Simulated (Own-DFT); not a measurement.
# Computed records: Al3GaN4 (wurtzite random alloy, atoms displaced)

A calculation, not a measurement: plane-wave density functional theory by an unreviewed code, no spin, of a simulated periodic cell, stress positive in tension, run twice, with PBE and with PBEsol, both on files made for PBE, so the change isn't that of files made for PBEsol, forces on such cells passed a denser k mesh, this cell's mesh not checked; the far tail of each file's local potential was reset to the Coulomb form; each entry is a single point on an unrelaxed cell, so the pressure reflects the starting lattice, mostly measured values (interpolated for alloys), from which strain is counted, and rises with the displacements; printed positions are rounded, which can move forces by about a meV/angstrom; the program, named Own-DFT, is a retired in-house code; no spin-orbit coupling; stress was not checked against mesh or cutoff. Program: Own-DFT development build.

Common to all runs: functional PBE, then PBEsol; potential files PseudoDojo norm-conserving, scalar-relativistic, standard set; wave cutoff 42 hartree; occupations Fermi-Dirac; smearing width 0.1 eV; k mesh 4 x 4 x 3 centred on Gamma.

(1) Al3GaN4 (wurtzite random alloy, atoms displaced)

```
Al3GaN4
1.0
      9.3938     0.0000     0.0000
     -4.6969     8.1352     0.0000
      0.0000     0.0000    10.0655
Al N Al N Al N Al N Al N Al N Ga Al N Al N Al N Al N Al N Al Ga N Ga N Al N Ga Al N Ga N Ga Al N Al Ga N
2 2 2 2 2 2 2 2 2 2 2 2 1 1 2 2 2 2 2 2 2 2 2 1 1 2 2 2 2 2 1 1 2 2 2 1 1 2 1 1 2
Direct
  0.11032 0.22199 0.00253
  0.22403 0.11247 0.25070
  0.10966 0.22072 0.18820
  0.22696 0.11072 0.44348
  0.11441 0.22416 0.50321
  0.22238 0.10639 0.75058
  0.10820 0.21671 0.68810
  0.21476 0.10693 0.94084
  0.10934 0.55171 0.00052
  0.22411 0.44275 0.24772
  0.10648 0.55304 0.18868
  0.22318 0.44906 0.44062
  0.10943 0.55519 0.49826
  0.22047 0.44489 0.75006
  0.11338 0.55925 0.69118
  0.22586 0.44532 0.93973
  0.11402 0.89387 0.99991
  0.22395 0.77542 0.24857
  0.11450 0.88692 0.19116
  0.22044 0.77392 0.43682
  0.11029 0.88539 0.50046
  0.21846 0.77331 0.74634
  0.11324 0.89450 0.69088
  0.22112 0.77944 0.93448
  0.44095 0.21416 0.00477
  0.56279 0.11404 0.25134
  0.44609 0.22121 0.19342
  0.55331 0.11042 0.44787
  0.44413 0.22515 0.49933
  0.55459 0.10725 0.74685
  0.44379 0.22290 0.68651
  0.55247 0.10699 0.93774
  0.44234 0.55174 0.00796
  0.55649 0.44504 0.24819
  0.44816 0.55938 0.18637
  0.55682 0.44438 0.43836
  0.44499 0.56020 0.49724
  0.56025 0.44449 0.74824
  0.44308 0.56269 0.68942
  0.56174 0.44663 0.94027
  0.44469 0.88636 0.99543
  0.55304 0.76935 0.24626
  0.44623 0.89092 0.18590
  0.55732 0.77735 0.43644
  0.43949 0.88411 0.50039
  0.55424 0.77578 0.74712
  0.44352 0.88796 0.68876
  0.55907 0.78383 0.94032
  0.77062 0.21803 0.00097
  0.88450 0.10837 0.24429
  0.77460 0.22169 0.19276
  0.89272 0.11014 0.44096
  0.78283 0.22442 0.50071
  0.89208 0.11863 0.74980
  0.77613 0.22149 0.69067
  0.89096 0.11302 0.94169
  0.77588 0.55493 0.99837
  0.89004 0.44590 0.25225
  0.77838 0.55806 0.18667
  0.89149 0.44956 0.43651
  0.78068 0.55688 0.49934
  0.88224 0.43736 0.74779
  0.77571 0.55748 0.69324
  0.89201 0.44453 0.93636
  0.77708 0.89092 0.00013
  0.88167 0.77049 0.25266
  0.78210 0.89182 0.19217
  0.89105 0.77836 0.43986
  0.77547 0.88757 0.49519
  0.88498 0.78057 0.74940
  0.78227 0.89168 0.68681
  0.88480 0.77522 0.93419
```

* PBE pressure: 5.08 GPa
* PBE stress xx: -4.14 GPa
* PBE stress yy: -5.4 GPa
* PBE stress zz: -5.7 GPa
* PBE stress yz: -0.77 GPa
* PBE stress xz: -0.26 GPa
* PBE stress xy: -0.54 GPa
* PBEsol pressure: 1.95 GPa
* PBEsol stress xx: -1.04 GPa
* PBEsol stress yy: -2.3 GPa
* PBEsol stress zz: -2.53 GPa
* PBEsol stress yz: -0.76 GPa
* PBEsol stress xz: -0.25 GPa
* PBEsol stress xy: -0.55 GPa
* rms change of force components from PBE to PBEsol: 0.066 eV/Å

Force:
```csv
force element,PBE force x (eV/Å),PBE force y (eV/Å),PBE force z (eV/Å),PBEsol force x (eV/Å),PBEsol force y (eV/Å),PBEsol force z (eV/Å)
Al,0.029,0.149,-0.724,0.025,0.155,-0.717
Al,-0.079,-0.825,0.409,-0.091,-0.827,0.397
N,1.162,0.784,0.215,1.006,0.687,0.275
N,-0.959,0.035,-0.679,-0.956,0.026,-0.666
Al,0.133,-0.397,-0.769,0.139,-0.387,-0.789
Al,-0.275,1.054,-0.097,-0.272,1.072,-0.088
N,0.247,1.168,0.789,0.258,1.152,0.794
N,-0.036,0.656,-0.394,0.094,0.737,-0.344
Al,-0.076,0.798,-0.608,-0.069,0.802,-0.609
Al,-0.799,0.08,0.342,-0.798,0.084,0.337
N,0.945,-0.064,0.156,0.943,-0.065,0.165
N,0.34,-0.651,-0.51,0.337,-0.649,-0.503
Al,0.297,0.242,0.374,0.282,0.24,0.383
Al,0.485,-0.141,-0.172,0.474,-0.151,-0.171
N,0.197,-0.931,-1.073,0.067,-1.019,-1.021
N,-0.258,-0.29,0.395,-0.258,-0.289,0.393
Al,-0.306,-1.666,0.083,-0.306,-1.674,0.088
Al,-0.177,0.396,-0.342,-0.168,0.388,-0.345
N,-0.841,0.188,-0.057,-0.845,0.183,-0.046
N,-0.016,0.187,0.444,-0.021,0.187,0.444
Al,0.101,0.702,-0.067,0.1,0.685,-0.069
Al,-0.16,1.131,0.531,-0.168,1.129,0.528
N,0.936,-1.063,-0.844,0.791,-1.142,-0.785
N,0.259,-0.428,0.781,0.253,-0.429,0.778
Ga,-0.314,0.855,-0.898,-0.285,0.842,-0.871
Al,-1.263,-1.133,0.891,-1.265,-1.145,0.883
N,-0.076,0.317,0.888,-0.072,0.305,0.713
N,0.764,0.128,-1.024,0.758,0.128,-1.004
Al,0.493,-0.315,0.101,0.503,-0.304,0.098
Al,-0.656,0.305,-0.113,-0.651,0.324,-0.107
N,0.238,0.072,0.861,0.238,0.061,0.854
N,-0.122,-0.671,-0.811,-0.119,-0.492,-0.682
Al,0.569,0.708,-2.805,0.584,0.712,-2.816
Al,0.372,-0.19,0.187,0.371,-0.182,0.163
N,-0.152,-1.461,1.309,-0.149,-1.468,1.323
N,-1.169,0.051,-0.428,-1.02,0.137,-0.368
Al,0.394,-0.515,0.566,0.405,-0.507,0.564
Al,-1.472,-0.142,0.366,-1.478,-0.14,0.367
N,0.724,-2.72,-0.807,0.728,-2.503,-0.732
N,-2.32,-0.894,-0.583,-2.136,-0.927,-0.465
Al,-0.735,-0.047,0.291,-0.739,-0.037,0.294
Al,-0.346,2.302,0.315,-0.348,2.314,0.309
N,0.395,-0.381,0.51,0.398,-0.374,0.506
N,-0.527,0.033,-0.177,-0.532,0.041,-0.177
Al,0.379,0.571,-0.315,0.39,0.557,-0.327
Ga,0.509,1.206,0.693,0.503,1.17,0.684
N,-0.971,0.241,-0.391,-0.82,0.145,-0.324
N,-0.807,-1.74,0.513,-0.628,-1.661,0.408
Ga,0.597,0.757,-0.266,0.582,0.735,-0.257
Ga,0.533,0.77,1.408,0.525,0.747,1.364
N,-0.234,1.19,0.195,-0.059,1.104,0.071
N,-0.458,0.504,0.382,-0.452,0.499,0.232
Al,-0.462,-0.526,-0.362,-0.468,-0.504,-0.368
Al,0.225,-1.298,0.091,0.212,-1.297,0.108
N,0.192,-1.279,-0.823,0.184,-1.079,-0.755
N,0.362,0.711,-0.832,0.211,0.606,-0.714
Ga,1.185,0.483,-0.235,1.142,0.461,-0.233
Al,-0.356,-0.039,-0.879,-0.363,-0.04,-0.896
N,0.03,-0.778,1.656,0.035,-0.786,1.457
N,0.978,-1.337,0.445,0.808,-1.243,0.513
Ga,-0.643,0.011,0.609,-0.622,0.017,0.598
Ga,0.295,1.59,0.376,0.281,1.558,0.384
N,0.065,-0.632,-0.76,0.226,-0.522,-0.806
N,0.262,-0.157,1.063,0.107,-0.239,0.976
Ga,0.739,-0.315,-0.112,0.71,-0.304,-0.117
Al,1.125,1.367,-0.516,1.131,1.369,-0.525
N,-0.397,-2.315,0.25,-0.407,-2.1,0.144
N,-0.32,0.736,-0.322,-0.322,0.559,-0.253
Al,0.537,0.395,0.634,0.534,0.372,0.624
Ga,0.992,0.021,-0.277,0.959,0.008,-0.258
N,-1.374,1.316,-0.806,-1.333,1.143,-0.682
N,1.068,1.132,1.766,0.929,1.042,1.674
```

(2) Al3GaN4 (wurtzite random alloy, atoms displaced)

```
Al3GaN4
1.0
      9.3938     0.0000     0.0000
     -4.6969     8.1352     0.0000
      0.0000     0.0000    10.0655
Al N Al N Al N Al N Al Ga N Al N Ga Al N Ga Al N Ga Al N Al N Al N Al N Ga N Ga N Al N Al N Al Ga N Al N
2 2 2 2 2 2 2 2 1 1 2 2 2 1 1 2 1 1 2 1 1 2 2 2 2 2 2 2 2 2 2 2 2 2 2 2 1 1 2 2 2
Direct
  0.11396 0.21955 0.99895
  0.21842 0.10825 0.24442
  0.11264 0.21762 0.19065
  0.21757 0.11006 0.44498
  0.11679 0.22758 0.50429
  0.22063 0.10955 0.75228
  0.10207 0.21746 0.69216
  0.22894 0.11828 0.93808
  0.10642 0.55149 0.00203
  0.22705 0.45178 0.24849
  0.11156 0.55420 0.19716
  0.22546 0.44423 0.43858
  0.10689 0.55893 0.49801
  0.22484 0.44290 0.75212
  0.11164 0.55214 0.69403
  0.22652 0.44932 0.93968
  0.11072 0.88744 0.00154
  0.21741 0.77707 0.25037
  0.11033 0.89592 0.18706
  0.22905 0.78246 0.43705
  0.11088 0.88776 0.49966
  0.22376 0.77596 0.75202
  0.10767 0.88176 0.68650
  0.22034 0.77584 0.94061
  0.44119 0.22837 0.00046
  0.55651 0.11096 0.24803
  0.44327 0.21510 0.19660
  0.55853 0.11262 0.43965
  0.44540 0.21771 0.49664
  0.55353 0.10640 0.75047
  0.44631 0.21942 0.68793
  0.55691 0.11124 0.93662
  0.45006 0.55817 0.99620
  0.55357 0.44258 0.25184
  0.44719 0.55179 0.18618
  0.54715 0.44068 0.44019
  0.43895 0.55356 0.50402
  0.55059 0.44230 0.74816
  0.44363 0.55616 0.68298
  0.55062 0.43933 0.94009
  0.44842 0.88471 0.99802
  0.55404 0.77596 0.24745
  0.44509 0.89216 0.19329
  0.55725 0.78335 0.43639
  0.44476 0.88845 0.49964
  0.55758 0.77842 0.74856
  0.44291 0.88492 0.69398
  0.56163 0.78094 0.94516
  0.77844 0.22468 0.00376
  0.88813 0.11258 0.24738
  0.77974 0.22030 0.18629
  0.89657 0.11482 0.44228
  0.77729 0.22212 0.50022
  0.88830 0.11022 0.74914
  0.77752 0.21570 0.69520
  0.88732 0.10950 0.94300
  0.77998 0.55953 0.99957
  0.89087 0.44352 0.25243
  0.78124 0.55786 0.18530
  0.88363 0.44252 0.44557
  0.77404 0.55126 0.50279
  0.88383 0.44250 0.75307
  0.77959 0.55618 0.69403
  0.88717 0.44441 0.94302
  0.78032 0.89148 0.00018
  0.89362 0.78321 0.25289
  0.77785 0.88762 0.19438
  0.88582 0.77590 0.43706
  0.77589 0.89384 0.49916
  0.88651 0.78269 0.74394
  0.77448 0.88856 0.69460
  0.89274 0.77402 0.93674
```

- PBE pressure: 5.28 GPa
- PBE stress xx: -5.78 GPa
- PBE stress yy: -4.75 GPa
- PBE stress zz: -5.3 GPa
- PBE stress yz: 0.31 GPa
- PBE stress xz: -0.42 GPa
- PBE stress xy: 0.25 GPa
- PBEsol pressure: 2.14 GPa
- PBEsol stress xx: -2.69 GPa
- PBEsol stress yy: -1.63 GPa
- PBEsol stress zz: -2.11 GPa
- PBEsol stress yz: 0.3 GPa
- PBEsol stress xz: -0.41 GPa
- PBEsol stress xy: 0.25 GPa
- rms change of force components from PBE to PBEsol: 0.074 eV/Å

Force:
```csv
force element,PBE force x (eV/Å),PBE force y (eV/Å),PBE force z (eV/Å),PBEsol force x (eV/Å),PBEsol force y (eV/Å),PBEsol force z (eV/Å)
Al,-0.894,0.636,0.232,-0.894,0.654,0.229
Al,0.554,0.842,1.79,0.565,0.841,1.805
N,0.028,1.684,-0.917,-0.138,1.605,-0.856
N,-0.125,-0.632,-1.179,0.021,-0.546,-1.137
Al,-0.289,-0.529,-0.563,-0.292,-0.509,-0.559
Al,0.286,-0.246,-1.186,0.285,-0.251,-1.201
N,2.743,1.401,-0.26,2.545,1.285,-0.183
N,-1.648,-2.005,-0.225,-1.458,-1.901,-0.141
Al,0.383,0.523,-0.244,0.39,0.527,-0.225
Al,0.785,-1.469,0.29,0.783,-1.47,0.281
N,-0.367,-0.793,-1.253,-0.378,-0.6,-1.193
N,-1.129,0.498,0.151,-1.133,0.498,0.148
Al,1.131,-0.396,0.744,1.135,-0.402,0.73
Al,-0.848,-0.024,-0.374,-0.832,-0.027,-0.377
N,-0.425,0.131,-0.666,-0.425,0.125,-0.659
N,-0.976,-1.121,0.072,-0.818,-1.031,0.137
Al,0.201,0.265,-0.884,0.21,0.272,-0.886
Ga,0.471,0.914,-0.604,0.471,0.892,-0.573
N,0.838,-0.363,-0.475,0.81,-0.548,-0.347
N,-1.052,-0.571,1.676,-1.053,-0.567,1.477
Al,-0.257,0.233,-0.137,-0.247,0.223,-0.163
Al,-0.662,-0.465,-0.103,-0.664,-0.462,-0.105
N,0.093,0.806,0.693,0.098,0.799,0.697
N,0.446,0.059,0.515,0.445,0.057,0.516
Ga,2.022,-1.465,0.948,1.967,-1.425,0.92
Al,0.339,-0.16,0.351,0.354,-0.154,0.348
N,-0.558,1.004,-0.159,-0.568,1.007,-0.3
N,0.225,-1.514,-0.888,0.215,-1.324,-0.767
Ga,-0.999,0.121,0.298,-0.975,0.129,0.303
Al,0.121,0.469,0.033,0.124,0.467,0.003
N,-0.599,0.087,1.29,-0.596,0.083,1.116
N,-0.514,-0.95,0.371,-0.491,-0.786,0.484
Ga,-0.485,-0.191,0.58,-0.478,-0.201,0.587
Al,0.599,-0.035,-0.206,0.61,-0.039,-0.224
N,-0.597,0.558,1.345,-0.587,0.561,1.157
N,0.782,1.514,-0.06,0.774,1.328,0.004
Al,0.595,0.688,-1.889,0.595,0.699,-1.9
Al,0.787,-0.147,-0.102,0.774,-0.144,-0.108
N,0.214,-0.073,2.114,0.212,-0.066,2.121
N,1.472,2.029,-1.446,1.314,1.908,-1.306
Al,-1.333,0.983,0.535,-1.348,0.97,0.544
Al,0.124,0.133,0.159,0.115,0.119,0.148
N,0.857,-0.489,-1.167,0.709,-0.569,-1.107
N,0.05,-0.865,0.705,0.052,-0.873,0.698
Al,0.275,0.362,0.106,0.274,0.372,0.115
Al,-0.467,-0.319,0.534,-0.473,-0.335,0.547
N,0.09,0.133,-0.736,0.09,0.132,-0.732
N,0.032,0.471,-1.524,0.043,0.285,-1.47
Ga,-0.2,-0.553,-1.474,-0.19,-0.542,-1.435
Ga,0.889,-0.362,0.841,0.875,-0.356,0.823
N,-1.478,1.115,2.211,-1.307,1.015,2.053
N,-0.035,-0.354,0.29,-0.174,-0.267,0.18
Ga,0.71,-0.539,0.84,0.694,-0.521,0.825
Ga,-0.39,-0.256,1.207,-0.393,-0.239,1.174
N,-1.967,1.387,-0.288,-1.779,1.283,-0.374
N,1.328,0.001,0.345,1.166,0.098,0.235
Al,-0.137,-0.665,-0.268,-0.156,-0.673,-0.272
Al,-0.884,-0.087,-0.2,-0.88,-0.087,-0.191
N,-0.083,-1.188,0.848,-0.086,-1.027,0.906
N,0.398,1.411,-1.255,0.396,1.209,-1.189
Al,-0.8,0.509,-0.16,-0.807,0.493,-0.164
Al,0.932,-0.16,-0.083,0.94,-0.173,-0.094
N,-0.929,-0.152,-0.546,-0.928,-0.14,-0.53
N,0.104,0.988,-0.515,0.094,0.8,-0.451
Al,0.804,-0.361,0.46,0.819,-0.374,0.462
Ga,-0.542,-0.941,-0.742,-0.532,-0.913,-0.719
N,-1.105,-0.27,-1.488,-0.94,-0.177,-1.368
N,0.197,-0.098,2.507,0.193,-0.091,2.303
Al,0.619,-0.354,-0.148,0.614,-0.348,-0.147
Al,1.138,-0.917,0.861,1.138,-0.909,0.861
N,0.096,-0.965,-1.527,0.093,-0.762,-1.471
N,-0.985,1.09,-0.004,-0.981,1.091,-0.017
```
